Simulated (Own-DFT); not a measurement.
## Calculated data, GaP (zincblende, atoms displaced), SiC (4H silicon carbide, strained, atoms displaced)

Computed with Own-DFT development build. A calculation, not a measurement: plane-wave PBE density functional theory by an unreviewed code, no spin, of a simulated periodic cell, stress positive in tension, free energy of the whole cell less one offset for each atom, forces on such cells passed a denser k mesh, this cell's mesh not checked; offsets are fitted by least squares, one for each functional and potential file, so energies compare only between cells with the same atoms and settings and are not formation energies; the far tail of each file's local potential was reset to the Coulomb form; each entry is a single point on an unrelaxed cell, so the pressure reflects the starting lattice, mostly measured values (interpolated for alloys), from which strain is counted, and rises with the displacements; printed positions are rounded, which can move forces by about a meV/angstrom; the program, named Own-DFT, is a retired in-house code; no spin-orbit coupling.

Common to all runs: functional PBE; potential files PseudoDojo norm-conserving, scalar-relativistic, standard set; wave cutoff 42 hartree; occupations Fermi-Dirac; smearing width 0.1 eV.

(1) 
```xyz
96
Lattice="16.3515 0.0000 0.0000 0.0000 10.9010 0.0000 0.0000 0.0000 10.9010" Properties=species:S:1:pos:R:3:force_x:R:1:force_y:R:1:force_z:R:1 formula=GaP hardware=one_NVIDIA_H200 k_mesh=2_x_3_x_3_centred_on_Gamma free_energy_of_cell_above_offsets=-38.117 pressure=4.96 stress_xx=-5.08 stress_yy=-4.92 stress_zz=-4.88 stress_yz=1.05 stress_xz=-0.81 stress_xy=0.61 wall_time=984.9
Ga     0.0803     0.0956    10.8578      0.356     -1.966      1.062
Ga    16.3048     2.5941     2.7244      0.428      2.242       1.15
Ga     2.7801    10.8792     2.6701     -1.422      0.948      1.739
Ga     2.6424     2.7096    10.8422      1.162     -0.081      0.765
P      1.2677     1.4484     1.4348      2.106     -1.319     -1.201
P      1.4413     4.2742     3.9909     -2.646     -3.239       2.49
P      4.1207     1.4208     4.1242       0.18     -1.118     -1.068
P      4.2071     4.2779     1.4167      -1.99     -0.699     -0.774
Ga     0.0411    10.8991     5.5370     -0.743     -0.865     -1.796
Ga    16.2157     2.7099     8.0062      0.999     -0.478      1.957
Ga     2.7080    10.8822     8.2349       1.62     -0.642      0.225
Ga     2.7741     2.7306     5.3279     -1.298      0.642      1.327
P      1.2657     1.1349     6.9432      1.114      2.954     -0.773
P      1.4948     4.1294     9.5591     -1.764      0.681     -1.175
P      4.2110     1.3377     9.6794     -1.602      1.102     -1.852
P      4.0678     4.0459     6.8545      0.286      0.347     -0.807
Ga    16.3249     5.4006     0.1679      0.082     -0.466      -1.59
Ga    16.3431     8.1635     2.6789     -0.438      0.041      1.351
Ga     2.6021     5.3759     2.6432      1.945       2.57     -1.122
Ga     2.8183     8.3103     0.1751     -2.003     -1.783     -2.298
P      1.2584     6.8276     1.3515      1.782      0.328       0.13
P      1.4180     9.4551     4.1619     -0.738      1.014     -1.005
P      4.0131     6.8307     4.2300      1.342     -1.718     -2.074
P      4.0502     9.6065     1.3933      1.192     -1.157      1.697
Ga    16.2806     5.4912     5.5072     -0.136      -0.16     -1.207
Ga    16.2914     8.1935     8.2191     -0.046     -0.865     -0.368
Ga     2.6962     5.6379     7.9476      2.714     -2.906      3.658
Ga     2.7359     8.1402     5.4313     -0.379      0.394      1.229
P      1.4077     6.6807     6.7614     -2.946      3.495     -1.434
P      1.3117     9.5379     9.4613      0.996     -0.107      1.575
P      4.1051     6.8597     9.5159     -1.335     -0.028      0.567
P      4.1533     9.3290     6.8545     -1.038      2.554     -0.788
Ga     5.2662     0.0511     0.1997      2.528     -0.308     -1.309
Ga     5.2834     2.7655     2.5700      1.891     -1.241      1.199
Ga     8.1377    10.7141     2.7096      0.655      1.169     -0.191
Ga     8.1723     2.8616     0.1340     -1.483     -1.642     -1.283
P      6.8521     1.2923     1.3437     -0.284      0.589      0.769
P      6.8058     3.8690     4.1797     -0.971      1.854     -2.261
P      9.4894     1.3761     4.1522      0.315     -0.672     -0.823
P      9.5392     4.1050     1.2230      0.613      0.591      3.806
Ga     5.4890     0.1094     5.5568      -0.96     -2.198     -1.214
Ga     5.5560     2.7709     8.0979     -1.771      0.386      1.427
Ga     8.0067     0.1679     7.9619      3.918     -3.552      4.228
Ga     8.1128     2.6978     5.4560       1.05     -0.601       1.58
P      6.7086     1.3227     6.9334     -0.811      2.772     -3.183
P      6.7759     4.0167     9.5499      0.667      0.941      0.394
P      9.5364     1.4500     9.7880     -0.321     -0.887     -2.235
P      9.4472     4.1141     6.8734      0.619     -0.062     -0.872
Ga     5.3634     5.4511    10.8219      1.457       0.56     -0.314
Ga     5.4250     8.0979     2.7836      0.167     -0.191     -0.302
Ga     8.1007     5.4607     2.7870      0.724     -0.811      0.037
Ga     8.2751     8.1074     0.0232     -0.309      0.976     -1.518
P      6.9801     6.8153     1.2769      -2.49     -0.714      0.928
P      6.8635     9.4528     4.0641     -0.711      0.252      1.327
P      9.6543     6.8194     4.1354     -2.602      0.789     -1.392
P      9.5817     9.3287     1.4449     -0.261      2.115     -1.239
Ga     5.6133     5.4325     5.4032     -1.322      -0.39      0.369
Ga     5.4156     8.2434     8.3060      0.789     -1.374     -0.615
Ga     8.2554     5.5230     8.3561     -3.148      -2.56     -2.575
Ga     8.3432     8.2319     5.5118      -1.53     -0.951      0.182
P      6.7325     6.7027     6.9188      1.465      1.339      0.094
P      6.7201     9.5387     9.5139      1.579      1.155      1.347
P      9.5121     6.6906     9.4864      2.497      2.181      2.763
P      9.6460     9.5336     6.8266     -0.617      0.322      1.003
Ga    10.9322    10.8003    10.8631     -0.381      0.596      1.287
Ga    10.9937     2.7276     2.8154     -0.683      0.003     -0.556
Ga    13.5477     0.1519     2.7664       0.89     -1.156     -2.531
Ga    13.6653     2.6320    10.7304     -0.741      1.688      1.754
P     12.3398     1.4330     1.3624     -1.176      -0.41     -0.693
P     12.5209     4.0004     4.0782     -3.198      1.999      -0.93
P     15.0132     1.2568     3.9055      0.566      0.471      3.494
P     15.0234     4.0458     1.5224      0.384     -1.127     -2.461
Ga    10.8878    10.8512     5.4237      0.114     -0.576     -1.393
Ga    10.8348     2.6155     8.0579     -0.148      0.105      0.967
Ga    13.5278    10.8409     8.2581      0.521     -0.031      0.432
Ga    13.5019     2.6636     5.4184      1.997     -1.837      1.522
P     12.1954     1.1383     6.7932      0.757      1.856      0.377
P     12.1849     4.0005     9.5435       0.17      0.411     -0.462
P     14.9607     1.2334     9.7138     -0.026       0.58     -3.107
P     14.9129     4.1332     6.8259      0.097     -1.232     -1.297
Ga    10.8966     5.4563     0.1361      1.313      1.033     -1.091
Ga    10.8428     8.2054     2.8447       1.86      0.011      0.068
Ga    13.6029     5.3105     2.5267     -0.535        2.3      1.518
Ga    13.5815     7.9982    10.8940      1.707      1.924      -1.73
P     12.3625     7.0480     1.4233     -2.426     -3.317      1.581
P     12.4338     9.5999     3.9193     -2.048      -1.23      2.252
P     14.8596     6.8546     4.1549      1.269     -1.026     -1.332
P     15.0673     9.3517     1.2034     -0.512      1.982      0.502
Ga    10.8382     5.5201     5.2813      2.601      -2.48      2.595
Ga    10.9048     7.9977     8.2242      0.516      0.621     -0.782
Ga    13.5498     5.3394     8.1228     -0.155      0.769      1.402
Ga    13.6338     8.1809     5.4676       0.65      2.021      -0.17
P     12.4372     6.8493     6.7471     -2.457     -1.062      0.706
P     12.2103     9.4313     9.5784      0.313     -0.458     -0.332
P     14.9508     6.7267     9.5767      0.233     -0.692     -0.703
P     14.9984     9.6616     6.9037      -0.59     -1.289     -0.606
```

Units: free_energy_of_cell_above_offsets in eV; pressure, stress_xx, stress_yy, stress_zz, stress_yz, stress_xz, stress_xy in GPa; wall_time in s; force_x, force_y, force_z in eV/Å.

(2) 
```xyz
32
Lattice="6.2660 -0.0049 -0.0687 -3.1373 5.4338 -0.0178 -0.1123 -0.0983 9.9011" Properties=species:S:1:pos:R:3:force_x:R:1:force_y:R:1:force_z:R:1 formula=SiC k_mesh=5_x_5_x_3_centred_on_Gamma free_energy_of_cell_above_offsets=-1.825 pressure=2.87 stress_xx=6.91 stress_yy=6.58 stress_zz=-22.1 stress_yz=-3.38 stress_xz=-4.74 stress_xy=0.16
Si     0.0157    -0.0345     4.0390     -1.108      0.785     -0.336
Si    -0.0270     1.8340     1.4631      0.756     -0.917      0.872
C     -3.0473     5.3937     0.7906     -1.566      0.558      6.299
C     -0.0316     1.7496     3.4056     -0.295      1.075     -0.722
Si    -1.6456     2.7701     4.0295      0.549     -3.377       -0.3
Si    -1.5861     4.5072     1.5947      0.394      1.146     -3.531
C     -1.5708     2.8043     0.8715      0.048     -1.467      2.897
C     -1.5924     4.4684     3.3434     -0.349      0.708      2.133
Si    -0.0230     5.2910     3.9802     -0.256      2.372      0.515
Si     3.1711     1.7697     1.4726     -0.855       1.15     -0.428
C      3.1454     0.0513     0.7872      0.176     -1.456      5.164
C      3.0728     1.7283     3.2953      0.631       0.47       1.66
Si     1.5481     2.7344     3.9799     -0.286     -2.173     -0.923
Si     1.5254     4.4944     1.5013       0.84      0.396     -1.585
C      1.5741     2.6998     0.8699     -0.134       0.27      0.487
C      1.5334     4.4949     3.3488      0.631      0.098       0.22
Si     2.9675     5.2414     8.9598       0.36      1.905     -5.679
Si     3.0579     3.5783     6.4596      0.195     -0.941     -1.881
C      6.1613    -0.0343     5.8394       0.07     -1.407     -0.689
C      3.0299     3.5234     8.2313     -0.359     -0.189      2.669
Si    -1.6814     2.6772     9.0375      0.361     -0.502      -4.15
Si     4.6531     0.8235     6.4820     -1.704      0.768      -1.69
C     -1.5772     2.6670     5.8847     -1.638     -0.132     -0.042
C      4.6236     0.9036     8.2588     -0.527     -1.437      3.086
Si     2.9545    -0.0764     8.9952      1.439      0.067     -5.092
Si    -0.0885     3.5378     6.4981      1.254      0.272     -1.086
C     -0.1478     5.3456     5.8608      1.106     -0.136     -0.216
C     -0.0381     3.4916     8.3243     -2.459      1.876      0.862
Si     1.3918     2.6345     8.9233       2.35     -0.949      -0.23
Si     1.4066     0.7790     6.5156      1.981      1.548     -0.862
C      1.5442     2.6190     5.7952     -0.706      0.489      1.517
C      1.4631     0.8417     8.3335       -0.9      -0.87      1.059
```

Units: free_energy_of_cell_above_offsets in eV; pressure, stress_xx, stress_yy, stress_zz, stress_yz, stress_xz, stress_xy in GPa; force_x, force_y, force_z in eV/Å.

(3) 
```xyz
32
Lattice="6.1947 -0.0774 -0.0044 -3.1644 5.4500 0.0968 -0.0072 0.1784 9.8785" Properties=species:S:1:pos:R:3:force_x:R:1:force_y:R:1:force_z:R:1 formula=SiC k_mesh=5_x_5_x_3_centred_on_Gamma free_energy_of_cell_above_offsets=-2.278 pressure=5.74 stress_xx=-2.21 stress_yy=2.86 stress_zz=-17.86 stress_yz=6.7 stress_xz=-0.21 stress_xy=-5.46
Si     6.1533     0.0605     4.0371      1.288     -1.397     -3.817
Si    -0.0512     1.7762     1.5298      0.635       2.78      0.427
C      6.1242     0.0129     0.9494      2.002     -1.762     -1.773
C     -0.0567     1.9086     3.4211      0.145     -0.715      -0.73
Si     4.6073     2.6543     4.0526      0.408      2.662      0.651
Si    -1.6573     4.5693     1.5886      0.893     -0.069      0.171
C      4.5535     2.5890     0.9212      1.141      1.763      2.348
C     -1.5723     4.6023     3.4506     -1.369     -0.215       0.44
Si     3.0992     0.0829     3.9599      -0.41      -2.42      1.457
Si     3.1185     1.7759     1.6495       -2.2     -0.149      -2.63
C      3.1450    -0.0056     0.9154     -1.785      0.089     -0.484
C      3.0813     1.8141     3.4504     -0.726      1.082      0.436
Si     1.4823     2.7923     3.9784      0.314     -0.514      1.349
Si     1.4849     4.5952     1.6306     -0.643     -2.021     -0.704
C      1.5071     2.7473     0.9231      0.309     -0.688      1.302
C      1.4879     4.5444     3.4734      0.047      1.423      0.268
Si     0.0108     0.2019     8.8925     -0.927      -1.57      1.592
Si     3.0596     3.6791     6.5724      0.555      0.573     -2.349
C      0.0633     0.2339     5.7397     -0.557      -1.81       4.69
C      3.0333     3.6857     8.3896      0.374      1.349      0.473
Si     4.5443     2.8203     9.0555      0.699     -1.178     -2.568
Si     4.7041     0.8962     6.4531     -1.383      1.808      0.272
C     -1.5663     2.8749     5.9330     -0.205     -1.016      0.275
C      4.6579     0.9540     8.3771      0.202      1.177     -1.422
Si    -0.0311     5.5435     8.9592     -0.453     -0.321      1.863
Si    -0.0367     3.7783     6.6529     -0.671     -1.108     -3.238
C     -0.1034     5.4929     5.9843      0.788      1.483     -0.458
C     -0.0621     3.7137     8.4341     -0.166      0.529      0.961
Si     1.5046     2.8634     8.9383     -0.207     -1.418      1.362
Si     1.5280     1.0952     6.5188      0.869     -1.019     -2.467
C      1.4905     2.8503     5.8851      0.379      0.328      0.687
C      1.5440     0.9088     8.2879      0.654      2.342      1.616
```

Units: free_energy_of_cell_above_offsets in eV; pressure, stress_xx, stress_yy, stress_zz, stress_yz, stress_xz, stress_xy in GPa; force_x, force_y, force_z in eV/Å.
